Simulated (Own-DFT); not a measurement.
# Computed records: Al3GaN4 (wurtzite random alloy, strained, atoms displaced)

Computed with Own-DFT development build. A calculation, not a measurement: plane-wave PBE density functional theory by an unreviewed code, no spin, of a simulated periodic cell, stress positive in tension, free energy of the whole cell less one offset for each atom, forces on such cells passed a denser k mesh, this cell's mesh not checked; offsets are fitted by least squares, one for each functional and potential file, so energies compare only between cells with the same atoms and settings and are not formation energies; the far tail of each file's local potential was reset to the Coulomb form; each entry is a single point on an unrelaxed cell, so the pressure reflects the starting lattice, mostly measured values, from which strain is counted, and rises with the displacements; printed positions are rounded, which can move forces by about a meV/angstrom; the program is a retired in-house code; no spin-orbit coupling.

Al3GaN4 (wurtzite random alloy, strained, atoms displaced)

```
CELL_PARAMETERS angstrom
9.39380 0.02350 0.00000
-4.67650 8.12350 0.00000
0.00000 0.00000 10.06550
ATOMIC_POSITIONS crystal
Al 0.10429 0.21947 0.00239
Al 0.22217 0.11036 0.24899
N 0.11264 0.22252 0.19354
N 0.22407 0.11930 0.45146
Al 0.10968 0.21810 0.49507
Ga 0.23207 0.12810 0.74533
N 0.11078 0.21807 0.68258
N 0.21794 0.11735 0.93329
Al 0.10780 0.54903 0.99491
Ga 0.22566 0.44716 0.25725
N 0.11273 0.56106 0.18889
N 0.23581 0.45333 0.44696
Al 0.10843 0.55373 0.49522
Al 0.22557 0.43921 0.74196
N 0.11710 0.57091 0.68168
N 0.21115 0.43083 0.93813
Al 0.11537 0.89337 0.00139
Al 0.22798 0.77689 0.24547
N 0.10803 0.88412 0.19663
N 0.21178 0.77557 0.43941
Al 0.10441 0.89186 0.49652
Al 0.22337 0.77175 0.74989
N 0.11555 0.88841 0.69482
N 0.23256 0.78117 0.94851
Al 0.44169 0.22441 0.00323
Ga 0.56583 0.12447 0.24672
N 0.43628 0.22391 0.18498
N 0.56894 0.12026 0.43924
Al 0.44441 0.21903 0.49840
Al 0.55239 0.10353 0.74977
N 0.43128 0.22516 0.69438
N 0.55800 0.11075 0.94208
Al 0.44211 0.55164 0.00015
Al 0.55748 0.43420 0.25341
N 0.44057 0.55619 0.19824
N 0.54445 0.44118 0.44270
Al 0.44181 0.54831 0.50344
Al 0.56047 0.43799 0.75340
N 0.43245 0.54951 0.67940
N 0.55564 0.44183 0.93516
Al 0.44570 0.89628 0.00140
Al 0.55001 0.77070 0.25046
N 0.43712 0.88067 0.19016
N 0.55550 0.77046 0.44185
Ga 0.45325 0.88104 0.49645
Al 0.54829 0.77118 0.74522
N 0.43423 0.88035 0.68095
N 0.55099 0.77322 0.94186
Al 0.77556 0.21005 0.00599
Ga 0.89665 0.11599 0.24713
N 0.78307 0.22576 0.19032
N 0.88233 0.11178 0.44246
Al 0.78416 0.22325 0.50484
Ga 0.88652 0.11395 0.74589
N 0.78081 0.22849 0.69357
N 0.89033 0.10766 0.93407
Al 0.76800 0.54976 0.99934
Al 0.88467 0.44924 0.24728
N 0.76902 0.54737 0.18288
N 0.88924 0.44231 0.44446
Al 0.78839 0.55470 0.50066
Ga 0.88305 0.44054 0.74384
N 0.77101 0.54956 0.68827
N 0.91212 0.45588 0.94640
Ga 0.77900 0.88991 0.99539
Ga 0.87661 0.77019 0.25580
N 0.76908 0.88170 0.19093
N 0.88246 0.78703 0.43749
Al 0.78268 0.88994 0.50148
Al 0.88967 0.78546 0.75269
N 0.79120 0.90035 0.69392
N 0.89319 0.78081 0.94835
```

| Item | Value |
| --- | --- |
| functional | PBE |
| potential files | PseudoDojo norm-conserving, scalar-relativistic, standard set with the stringent files for Ga |
| wave cutoff | 96 hartree |
| occupations | Gaussian |
| smearing width | 0.01 eV |
| k mesh | 4 x 4 x 3 centred on Gamma |
| free energy of cell above offsets | -21.671 eV |
| pressure | 6.67 GPa |
| stress xx | -8.63 GPa |
| stress yy | -5.79 GPa |
| stress zz | -5.59 GPa |
| stress yz | -0.52 GPa |
| stress xz | 0.87 GPa |
| stress xy | -0.39 GPa |

Force:
```
element  x (eV/Å)  y (eV/Å)  z (eV/Å)
     Al     0.669    -0.086    -0.404
     Al    -0.397    -0.842     0.934
      N      1.01    -0.103    -0.892
      N     0.955    -1.488    -2.425
     Al    -1.027     1.462      0.72
     Ga    -2.874    -4.187      1.33
      N    -1.767     1.645    -0.498
      N     1.059    -0.468     2.666
     Al      3.54      2.72     1.858
     Ga    -1.047     0.093    -0.336
      N    -0.669    -1.202     0.055
      N    -2.709    -1.975    -0.191
     Al     0.979     1.141     0.365
     Al    -2.155    -0.004     0.668
      N     0.596    -3.243     0.417
      N     1.133     1.553    -0.506
     Al     0.107     -0.33      -0.1
     Al    -1.817     -0.15     1.191
      N     0.174     1.059    -0.801
      N     0.544     0.271    -0.868
     Al     1.414    -0.163     1.088
     Al    -1.275     1.648     0.813
      N    -1.011    -0.384    -0.794
      N    -1.242    -0.447    -1.411
     Al     -0.32    -0.679     -1.77
     Ga     -0.71    -2.253     0.582
      N     0.641    -0.119     0.672
      N    -0.981     -0.23     0.751
     Al      0.02     0.402     0.868
     Al    -0.845     0.345    -0.226
      N     6.489     1.383    -2.096
      N    -0.367     0.768    -0.266
     Al    -0.919    -0.055     0.396
     Al    -2.084      1.49     0.369
      N      2.33    -0.693    -1.992
      N     2.968    -0.334     -0.75
     Al      0.59      1.32    -1.133
     Al    -1.784      0.67    -1.368
      N     2.338     0.942     2.904
      N    -0.377     0.046     1.072
     Al     0.875    -1.508     0.468
     Al    -0.024     0.994     0.243
      N     1.541     1.707    -0.148
      N     1.905    -0.273    -0.547
     Ga    -2.813     0.935    -0.821
     Al     0.426     0.185     0.438
      N     1.558     1.435     2.399
      N    -0.559    -0.088    -1.187
     Al     0.372     1.861    -1.428
     Ga    -1.019    -1.707     1.031
      N    -0.024     0.967    -0.682
      N     1.613    -0.175     0.193
     Al    -0.987     0.231    -0.374
     Ga      1.41     1.044     0.576
      N    -1.673    -2.378    -1.322
      N    -0.836     1.203     1.672
     Al     2.176      1.15    -0.743
     Al     1.901     0.045    -0.006
      N    -0.136    -0.473     1.251
      N    -0.011    -0.096    -1.344
     Al    -2.492     0.479     0.145
     Ga     1.715     2.629     1.994
      N    -0.526     1.718    -0.109
      N    -5.926    -3.474    -1.433
     Ga    -0.435    -0.809     0.858
     Ga     0.834     0.566    -2.055
      N    -0.557      0.87    -0.056
      N     2.199    -2.017     1.907
     Al     -2.21     0.573     0.474
     Al     1.861    -0.596     0.539
      N    -1.854     -3.06    -1.416
      N     0.518    -1.461    -1.408
```
